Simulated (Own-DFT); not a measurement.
Al3GaN4 (wurtzite random alloy, strained, atoms displaced) (calculated)

Computed with Own-DFT development build. A calculation, not a measurement: plane-wave PBE density functional theory by an unreviewed code, no spin, of a simulated periodic cell, stress positive in tension, free energy of the whole cell less one offset for each atom, forces on such cells passed a denser k mesh, this cell's mesh not checked; offsets are fitted by least squares, one for each functional and potential file, so energies compare only between cells with the same atoms and settings and are not formation energies; the far tail of each file's local potential was reset to the Coulomb form; each entry is a single point on an unrelaxed cell, so the pressure reflects the starting lattice, mostly measured values, from which strain is counted, and rises with the displacements; printed positions are rounded, which can move forces by about a meV/angstrom; the program is a retired in-house code; no spin-orbit coupling.

Common to all runs: functional PBE; potential files PseudoDojo norm-conserving, scalar-relativistic, standard set with the stringent files for Ga; wave cutoff 96 hartree; occupations Gaussian; smearing width 0.01 eV; k mesh 4 x 4 x 3 centred on Gamma.

(1) 
```cif
# cell vector a (Å): 9.4877 0.0000 0.0000
# cell vector b (Å): -4.7438 8.2166 0.0000
# cell vector c (Å): 0.0000 0.0000 10.0655
data_Al3GaN4
_symmetry_space_group_name_H-M 'P 1'
_symmetry_Int_Tables_number 1
_cell_length_a 9.4877
_cell_length_b 9.4877
_cell_length_c 10.0655
_cell_angle_alpha 90.000
_cell_angle_beta 90.000
_cell_angle_gamma 120.000
_cell_volume 784.67
loop_
_atom_site_label
_atom_site_type_symbol
_atom_site_fract_x
_atom_site_fract_y
_atom_site_fract_z
_atom_site_occupancy
Al1 Al 0.11068 0.22311 0.99757 1
Al2 Al 0.21868 0.10805 0.24717 1
N1 N 0.10585 0.22299 0.19004 1
N2 N 0.21862 0.12351 0.44305 1
Ga1 Ga 0.11207 0.23093 0.50411 1
Al3 Al 0.22134 0.10921 0.74430 1
N3 N 0.10281 0.21783 0.69596 1
N4 N 0.21913 0.10624 0.94201 1
Al4 Al 0.11853 0.56139 0.00681 1
Al5 Al 0.22166 0.44284 0.24788 1
N5 N 0.11847 0.55064 0.18644 1
N6 N 0.22830 0.44061 0.44656 1
Al6 Al 0.12170 0.55867 0.50651 1
Al7 Al 0.22190 0.44781 0.75001 1
N7 N 0.10881 0.54845 0.68344 1
N8 N 0.21565 0.44517 0.94379 1
Ga2 Ga 0.11072 0.88718 0.99885 1
Al8 Al 0.22613 0.78004 0.25523 1
N9 N 0.11181 0.89514 0.18831 1
N10 N 0.23652 0.78921 0.44152 1
Al9 Al 0.12345 0.90791 0.50551 1
Ga3 Ga 0.22112 0.77539 0.74499 1
N11 N 0.11602 0.88966 0.69404 1
N12 N 0.22495 0.77166 0.93177 1
Al10 Al 0.44301 0.22392 0.99532 1
Al11 Al 0.54947 0.10867 0.24470 1
N13 N 0.43687 0.21205 0.19304 1
N14 N 0.55053 0.10116 0.44259 1
Ga4 Ga 0.44033 0.21803 0.49721 1
Al12 Al 0.55394 0.10206 0.75338 1
N15 N 0.44528 0.22597 0.69401 1
N16 N 0.55043 0.11186 0.94658 1
Al13 Al 0.45412 0.55074 0.99746 1
Ga5 Ga 0.55028 0.44226 0.24779 1
N17 N 0.44396 0.55235 0.18909 1
N18 N 0.56198 0.44735 0.45026 1
Ga6 Ga 0.43998 0.55187 0.50059 1
Al14 Al 0.55901 0.44089 0.74750 1
N19 N 0.43518 0.55143 0.69114 1
N20 N 0.55900 0.44472 0.94351 1
Al15 Al 0.43978 0.88921 0.99725 1
Ga7 Ga 0.55585 0.76505 0.24819 1
N21 N 0.44221 0.87989 0.19219 1
N22 N 0.55938 0.77639 0.43769 1
Al16 Al 0.44817 0.88571 0.50027 1
Al17 Al 0.55521 0.77913 0.74765 1
N23 N 0.44736 0.88893 0.69270 1
N24 N 0.55292 0.78522 0.95015 1
Al18 Al 0.78868 0.22788 0.99749 1
Al19 Al 0.89399 0.11276 0.25196 1
N25 N 0.77512 0.21577 0.19151 1
N26 N 0.88968 0.11016 0.43701 1
Al20 Al 0.77033 0.21143 0.49709 1
Al21 Al 0.89579 0.11424 0.75262 1
N27 N 0.77285 0.21413 0.69540 1
N28 N 0.88048 0.11013 0.92762 1
Al22 Al 0.78035 0.55959 0.99829 1
Al23 Al 0.89207 0.44598 0.24901 1
N29 N 0.76968 0.55474 0.19082 1
N30 N 0.89243 0.44758 0.43260 1
Ga8 Ga 0.77747 0.55811 0.49777 1
Al24 Al 0.89653 0.44515 0.76500 1
N31 N 0.77848 0.55653 0.68246 1
N32 N 0.88909 0.43340 0.94175 1
Al25 Al 0.77642 0.88380 0.00738 1
Al26 Al 0.89551 0.78009 0.25130 1
N33 N 0.77151 0.88646 0.18454 1
N34 N 0.89431 0.78872 0.44334 1
Al27 Al 0.77965 0.89042 0.49809 1
Ga9 Ga 0.89541 0.78528 0.75021 1
N35 N 0.78067 0.89068 0.69954 1
N36 N 0.88302 0.77660 0.93791 1
_calc_free_energy_of_cell_above_offsets '-23.650'  # eV
_calc_pressure 1.95  # GPa
_calc_stress_xx -0.79  # GPa
_calc_stress_yy -0.27  # GPa
_calc_stress_zz -4.8  # GPa
_calc_stress_yz 0.4  # GPa
_calc_stress_xz 0.59  # GPa
_calc_stress_xy -0.5  # GPa
```

Force:
```csv
element,x (eV/Å),y (eV/Å),z (eV/Å)
Al,-0.693,-0.41,-0.277
Al,-0.548,1.073,0.436
N,1.183,-0.16,-0.276
N,1.314,-1.796,-1.191
Ga,-0.97,-1.392,0.545
Al,-0.003,0.876,1.291
N,1.803,1.096,0.086
N,-0.26,1.635,-0.879
Al,-0.045,-0.659,-1.401
Al,0.631,-0.306,0.433
N,-1.747,1.257,1.609
N,-2.432,1.655,-2.321
Al,-1.418,-0.191,-2.529
Al,0.034,-0.936,0.852
N,-0.344,-0.034,1.872
N,1.648,-0.175,-0.612
Ga,0.235,-0.428,-0.507
Al,0.206,-0.202,-0.704
N,0.691,-1.471,1.329
N,-1.539,-1.135,0.59
Al,-0.345,-1.833,-0.817
Ga,0.707,-0.425,-0.11
N,-0.257,1.206,-1.261
N,-0.826,0.045,1.811
Al,0.169,-0.756,0.686
Al,1.388,-0.87,0.432
N,-0.418,0.534,-0.792
N,0.3,0.587,-0.897
Ga,0.85,0.725,0.587
Al,-0.321,1.449,0.27
N,0.175,-1.379,0.393
N,0.644,0.076,-0.65
Al,-2.644,1.475,0.115
Ga,0.613,-0.837,1.218
N,-1.017,-1.525,-0.839
N,-1.424,-1.001,-1.77
Ga,1.744,0.909,0.433
Al,-0.489,0.992,-0.133
N,1.226,0.644,1.402
N,0.523,-0.307,-1
Al,0.596,0.192,1.057
Ga,-0.984,1.678,-0.088
N,-1.167,0.965,-0.568
N,-0.138,0.503,1.348
Al,0.476,0.328,-0.002
Al,0.658,-0.368,1.311
N,0.261,-0.233,-0.93
N,1.346,-1.644,-1.498
Al,-1.228,-2.623,1.033
Al,-1.345,-0.713,-0.711
N,-0.013,0.885,-0.269
N,-0.721,-0.25,0.542
Al,0.139,1.519,0.553
Al,-1.898,-1.053,-1.263
N,0.24,0.959,-0.741
N,1.595,-0.252,3.61
Al,0.288,-0.772,0.447
Al,-0.298,-0.699,-0.483
N,2.245,0.932,-0.659
N,1.105,-0.57,1.055
Ga,1.747,0.55,-0.415
Al,-1.054,-0.736,-3.676
N,0.729,-0.532,3.142
N,-0.5,3.244,1.345
Al,-1.214,1.111,-2.443
Al,-1.287,-0.185,0.125
N,2.356,0.838,1.891
N,1.009,0.336,-0.724
Al,-0.072,0.054,0.87
Ga,-0.538,-1.321,-0.655
N,-1.171,0.31,-1.986
N,0.495,-0.46,1.357
```

(2) 
```cif
# cell vector a (Å): 9.4877 0.0000 0.0000
# cell vector b (Å): -4.7438 8.2166 0.0000
# cell vector c (Å): 0.0000 0.0000 10.0655
data_Al3GaN4
_symmetry_space_group_name_H-M 'P 1'
_symmetry_Int_Tables_number 1
_cell_length_a 9.4877
_cell_length_b 9.4877
_cell_length_c 10.0655
_cell_angle_alpha 90.000
_cell_angle_beta 90.000
_cell_angle_gamma 120.000
_cell_volume 784.67
loop_
_atom_site_label
_atom_site_type_symbol
_atom_site_fract_x
_atom_site_fract_y
_atom_site_fract_z
_atom_site_occupancy
Al1 Al 0.11698 0.22082 0.99342 1
Al2 Al 0.22315 0.11349 0.25141 1
N1 N 0.09989 0.21579 0.19092 1
N2 N 0.22283 0.10859 0.43056 1
Al3 Al 0.10617 0.20953 0.49079 1
Ga1 Ga 0.20507 0.11323 0.75175 1
N3 N 0.11171 0.21579 0.68999 1
N4 N 0.20404 0.09428 0.93667 1
Ga2 Ga 0.11067 0.55185 0.99829 1
Al4 Al 0.21683 0.44824 0.25305 1
N5 N 0.10969 0.54619 0.18337 1
N6 N 0.21216 0.44135 0.44133 1
Al5 Al 0.10516 0.55446 0.50462 1
Al6 Al 0.22959 0.44071 0.74554 1
N7 N 0.10005 0.55123 0.69141 1
N8 N 0.21508 0.43620 0.93816 1
Al7 Al 0.10253 0.88058 0.99809 1
Al8 Al 0.21841 0.76648 0.24792 1
N9 N 0.11237 0.88556 0.18287 1
N10 N 0.21555 0.77291 0.44309 1
Ga3 Ga 0.11080 0.87620 0.50618 1
Al9 Al 0.22874 0.79383 0.75551 1
N11 N 0.11124 0.89648 0.69023 1
N12 N 0.23567 0.77472 0.94448 1
Al10 Al 0.44024 0.21840 0.00535 1
Ga4 Ga 0.55091 0.11320 0.25173 1
N13 N 0.44856 0.23530 0.19096 1
N14 N 0.55303 0.11730 0.44228 1
Al11 Al 0.43156 0.21250 0.50315 1
Al12 Al 0.55681 0.11909 0.73745 1
N15 N 0.44661 0.23237 0.69238 1
N16 N 0.55803 0.11364 0.93459 1
Al13 Al 0.43517 0.54673 0.01523 1
Al14 Al 0.55684 0.44301 0.25984 1
N17 N 0.45132 0.54945 0.18174 1
N18 N 0.55046 0.44349 0.44536 1
Ga5 Ga 0.43580 0.55533 0.49576 1
Al15 Al 0.55586 0.44030 0.74406 1
N19 N 0.44695 0.55626 0.69055 1
N20 N 0.56005 0.45092 0.93515 1
Al16 Al 0.44313 0.88298 0.99674 1
Al17 Al 0.55425 0.78065 0.25469 1
N21 N 0.44573 0.88845 0.18993 1
N22 N 0.56188 0.77605 0.44178 1
Al18 Al 0.44589 0.88655 0.49923 1
Al19 Al 0.55006 0.77060 0.75548 1
N23 N 0.44542 0.89918 0.67988 1
N24 N 0.55331 0.77139 0.94650 1
Ga6 Ga 0.76537 0.21799 0.99861 1
Ga7 Ga 0.88199 0.10226 0.25620 1
N25 N 0.78272 0.22898 0.18977 1
N26 N 0.89405 0.11827 0.44081 1
Al20 Al 0.77699 0.22210 0.50247 1
Al21 Al 0.88901 0.10761 0.75132 1
N27 N 0.77587 0.22479 0.69832 1
N28 N 0.88622 0.10878 0.94239 1
Al22 Al 0.77687 0.55045 0.99618 1
Al23 Al 0.88334 0.45051 0.25121 1
N29 N 0.76571 0.55005 0.18834 1
N30 N 0.89063 0.45727 0.45082 1
Al24 Al 0.76788 0.54502 0.50055 1
Al25 Al 0.88444 0.42978 0.75377 1
N31 N 0.77734 0.55147 0.69494 1
N32 N 0.89149 0.43935 0.93475 1
Ga8 Ga 0.78491 0.89328 0.00222 1
Al26 Al 0.89820 0.77767 0.24664 1
N33 N 0.77364 0.88630 0.19000 1
N34 N 0.89082 0.77332 0.44125 1
Ga9 Ga 0.77575 0.89566 0.50698 1
Al27 Al 0.89560 0.77900 0.75229 1
N35 N 0.78144 0.88112 0.69147 1
N36 N 0.89119 0.78048 0.94102 1
_calc_free_energy_of_cell_above_offsets '-22.433'  # eV
_calc_pressure 2.34  # GPa
_calc_stress_xx -0.81  # GPa
_calc_stress_yy 0.23  # GPa
_calc_stress_zz -6.45  # GPa
_calc_stress_yz -0.52  # GPa
_calc_stress_xz -0.89  # GPa
_calc_stress_xy -0.24  # GPa
```

Force:
```csv
element,x (eV/Å),y (eV/Å),z (eV/Å)
Al,-2.001,-0.556,1.551
Al,-0.416,-0.29,-1.89
N,2.06,1.139,-0.262
N,-0.325,-0.078,1.759
Al,0.635,1.456,0.921
Ga,4.387,-1.094,0.518
N,-3.878,2.392,-2.285
N,1.604,1.338,1.797
Ga,-0.044,-0.536,-1.113
Al,1.435,-1.748,-0.746
N,-1.311,1.193,2.354
N,-0.267,-0.398,-0.311
Al,0.236,0.071,0.561
Al,-1.689,0.586,0.41
N,1.774,0.787,0.462
N,1.822,0.072,-0.406
Al,1.353,0.202,0.147
Al,-0.236,1.074,-0.109
N,0.545,0.128,1.04
N,2.813,-0.658,-1.442
Ga,-1.734,1.082,-1.085
Al,0.318,-1.717,-0.754
N,0.844,-1.322,1.393
N,-2.768,0.708,-1.252
Al,0.179,0.734,-1.775
Ga,0.761,0.251,-0.608
N,-0.799,-1.665,-0.122
N,0.851,-0.867,1.124
Al,0.322,1.374,0.028
Al,-0.502,-0.503,1.601
N,-0.185,-2.152,-1.128
N,-2.561,-1.726,-0.308
Al,0.846,0.438,-5.543
Al,-0.694,0.695,-0.918
N,-1.678,0.608,5.801
N,0.414,-1.078,-0.373
Ga,0.667,-0.405,0.942
Al,-0.06,1.965,1.322
N,-0.409,-0.155,0.102
N,-0.768,-1.447,0.732
Al,1.527,1.481,0.721
Al,1.04,-0.661,-1.405
N,-0.544,-0.809,0.277
N,-2.194,0.855,-0.811
Al,-0.616,0.136,-1.007
Al,0.44,0.71,-0.022
N,0.519,-0.913,1.834
N,-0.676,-0.152,-0.799
Ga,2.116,0.546,0.511
Ga,-0.35,0.843,-1.892
N,-0.858,0.017,1.204
N,-1.364,-0.226,1.626
Al,-0.237,1.067,0.019
Al,-0.583,-0.168,0.45
N,1.168,-2.106,-2.066
N,0.815,1.099,-1.237
Al,-0.474,0.135,-0.328
Al,0.825,-0.796,0.119
N,1.635,0.973,0.136
N,0.51,-2.371,-2.006
Al,-0.352,1.973,1.306
Al,-0.515,2.932,-0.68
N,0.243,0.246,-0.41
N,-1.393,0.876,1.121
Ga,-1.051,-0.755,-0.192
Al,-1.655,-0.257,0.677
N,0.559,-1.122,1.457
N,-0.869,-0.309,-0.717
Ga,1.94,-1.007,-0.877
Al,-0.686,-1.438,-0.367
N,-1.298,0.931,1.635
N,0.834,-1.628,-0.414
```

(3) 
```cif
# cell vector a (Å): 9.4877 0.0000 0.0000
# cell vector b (Å): -4.7438 8.2166 0.0000
# cell vector c (Å): 0.0000 0.0000 10.0655
data_Al3GaN4
_symmetry_space_group_name_H-M 'P 1'
_symmetry_Int_Tables_number 1
_cell_length_a 9.4877
_cell_length_b 9.4877
_cell_length_c 10.0655
_cell_angle_alpha 90.000
_cell_angle_beta 90.000
_cell_angle_gamma 120.000
_cell_volume 784.67
loop_
_atom_site_label
_atom_site_type_symbol
_atom_site_fract_x
_atom_site_fract_y
_atom_site_fract_z
_atom_site_occupancy
Al1 Al 0.12212 0.23680 0.00102 1
Al2 Al 0.21384 0.09957 0.24296 1
N1 N 0.11590 0.22621 0.19465 1
N2 N 0.22190 0.11415 0.43702 1
Al3 Al 0.11423 0.22422 0.50207 1
Al4 Al 0.21053 0.10711 0.74447 1
N3 N 0.10208 0.21589 0.69364 1
N4 N 0.22781 0.11517 0.93572 1
Al5 Al 0.10044 0.55059 0.99699 1
Al6 Al 0.21922 0.44910 0.25401 1
N5 N 0.11050 0.56018 0.19161 1
N6 N 0.22171 0.43709 0.43940 1
Ga1 Ga 0.11215 0.55295 0.49740 1
Al7 Al 0.22602 0.45373 0.74501 1
N7 N 0.10379 0.54055 0.68443 1
N8 N 0.21699 0.44645 0.94546 1
Al8 Al 0.11553 0.88905 0.99658 1
Al9 Al 0.21698 0.77403 0.24688 1
N9 N 0.10565 0.88970 0.18964 1
N10 N 0.22058 0.77296 0.43306 1
Ga2 Ga 0.09978 0.88044 0.49384 1
Al10 Al 0.22249 0.78027 0.74904 1
N11 N 0.11700 0.88820 0.68793 1
N12 N 0.21771 0.77895 0.94433 1
Al11 Al 0.44273 0.21699 0.00442 1
Al12 Al 0.55308 0.10698 0.24429 1
N13 N 0.44372 0.22922 0.19265 1
N14 N 0.55390 0.10895 0.43787 1
Al13 Al 0.43128 0.21616 0.49966 1
Al14 Al 0.56293 0.11562 0.75338 1
N15 N 0.44904 0.22710 0.69229 1
N16 N 0.55210 0.10962 0.93651 1
Al15 Al 0.45104 0.55911 0.99414 1
Ga3 Ga 0.56243 0.44061 0.25096 1
N17 N 0.44097 0.55716 0.18705 1
N18 N 0.55757 0.43991 0.43615 1
Al16 Al 0.44880 0.55384 0.49922 1
Al17 Al 0.57005 0.44562 0.75186 1
N19 N 0.44703 0.54940 0.69049 1
N20 N 0.55291 0.44240 0.94350 1
Al18 Al 0.44821 0.88610 0.00687 1
Ga4 Ga 0.55950 0.77724 0.25647 1
N21 N 0.44600 0.88484 0.19583 1
N22 N 0.55563 0.77633 0.43931 1
Ga5 Ga 0.44560 0.88258 0.49261 1
Al19 Al 0.56206 0.77964 0.74844 1
N23 N 0.43838 0.88277 0.69242 1
N24 N 0.55347 0.78579 0.93777 1
Al20 Al 0.76700 0.20737 0.99847 1
Ga6 Ga 0.88289 0.10900 0.24839 1
N25 N 0.77222 0.23367 0.19471 1
N26 N 0.88851 0.10743 0.43916 1
Al21 Al 0.77745 0.22596 0.50917 1
Al22 Al 0.88166 0.11107 0.75097 1
N27 N 0.77752 0.22865 0.68616 1
N28 N 0.88945 0.11347 0.95058 1
Al23 Al 0.77683 0.55757 0.99314 1
Al24 Al 0.88424 0.43542 0.25196 1
N29 N 0.78416 0.55119 0.19313 1
N30 N 0.88503 0.44208 0.43458 1
Ga7 Ga 0.77972 0.55544 0.49725 1
Al25 Al 0.88263 0.43946 0.75461 1
N31 N 0.77916 0.55501 0.68878 1
N32 N 0.88355 0.44824 0.94384 1
Ga8 Ga 0.77034 0.89511 0.00959 1
Ga9 Ga 0.88320 0.76659 0.24574 1
N33 N 0.77193 0.88551 0.18981 1
N34 N 0.88506 0.78020 0.44192 1
Al26 Al 0.77625 0.89129 0.49616 1
Al27 Al 0.89392 0.77593 0.74585 1
N35 N 0.78440 0.88386 0.68925 1
N36 N 0.89672 0.77627 0.94665 1
_calc_free_energy_of_cell_above_offsets '-24.287'  # eV
_calc_pressure 1.59  # GPa
_calc_stress_xx -0.06  # GPa
_calc_stress_yy -0.76  # GPa
_calc_stress_zz -3.95  # GPa
_calc_stress_yz -0.49  # GPa
_calc_stress_xz 0.14  # GPa
_calc_stress_xy 0.08  # GPa
```

Force:
```csv
element,x (eV/Å),y (eV/Å),z (eV/Å)
Al,0.037,-1.919,0.482
Al,-0.095,2.386,1.087
N,-0.303,-0.07,-0.897
N,-0.554,-0.6,-0.035
Al,-0.569,-1.012,-0.425
Al,1.759,0.739,0.764
N,-0.116,0.967,-0.408
N,-0.723,-0.378,0.651
Al,0.626,0.969,0.963
Al,0.884,-0.334,-1.155
N,-0.187,-1.274,-0.373
N,0.712,0.847,0.444
Ga,-0.433,-0.243,-0.584
Al,0.708,-1.625,0.996
N,-0.932,1.671,1.918
N,0.676,1.182,-1.582
Al,-1.045,0.795,0.442
Al,0.077,0.523,-0.254
N,1.501,-0.567,-0.619
N,-0.374,0.24,0.058
Ga,1.716,1.343,0.319
Al,0.415,-0.838,0.421
N,-0.968,-0.272,0.476
N,1.521,-0.591,-0.621
Al,-0.507,0.861,-0.747
Al,-0.673,0.701,1.488
N,0.411,-3.331,-1.094
N,-0.037,0.771,0.156
Al,2.079,0.424,0.15
Al,-1.845,-1.104,-1.501
N,-0.239,-0.761,-0.31
N,0.507,-0.447,1.367
Al,-1.241,-0.118,0.97
Ga,-1.308,1.284,-0.728
N,0.285,-0.405,-0.118
N,-1.237,-0.024,1.849
Al,-0.037,-0.519,-0.128
Al,-2.248,-0.807,-0.032
N,-0.001,0.88,0.15
N,0.732,0.232,-0.573
Al,-1.816,-0.055,-0.72
Ga,-0.731,-1.223,-1.386
N,-1.29,0.899,-1.064
N,1.457,-1.034,1.728
Ga,-1.465,1.186,1.12
Al,-0.609,-0.425,-0.292
N,1.268,0.719,0.152
N,0.657,-1.33,-0.406
Al,-0.212,2.413,1.056
Ga,0.527,1.034,0.113
N,0.578,-2.995,-2.022
N,-0.55,0.846,1.461
Al,-0.204,-0.66,-3.299
Al,1.098,-0.369,0.227
N,0.429,-1.085,2.293
N,0.094,0.967,-1.679
Al,-0.165,-0.06,1.619
Al,0.479,2.426,-0.306
N,-0.338,-0.477,-1.579
N,0.738,-0.752,1.011
Ga,-0.343,-0.325,-0.077
Al,0.713,1.122,-0.353
N,0.904,0.324,1.028
N,0.572,-1.747,-0.987
Ga,1.745,-1.075,-2.191
Ga,-0.172,1.072,0.318
N,0.834,0.289,1.459
N,-1.103,-0.504,-0.577
Al,0.385,-0.08,0.691
Al,0.074,0.2,1.104
N,-1.332,0.86,0.045
N,-1.196,0.265,-1.454
```
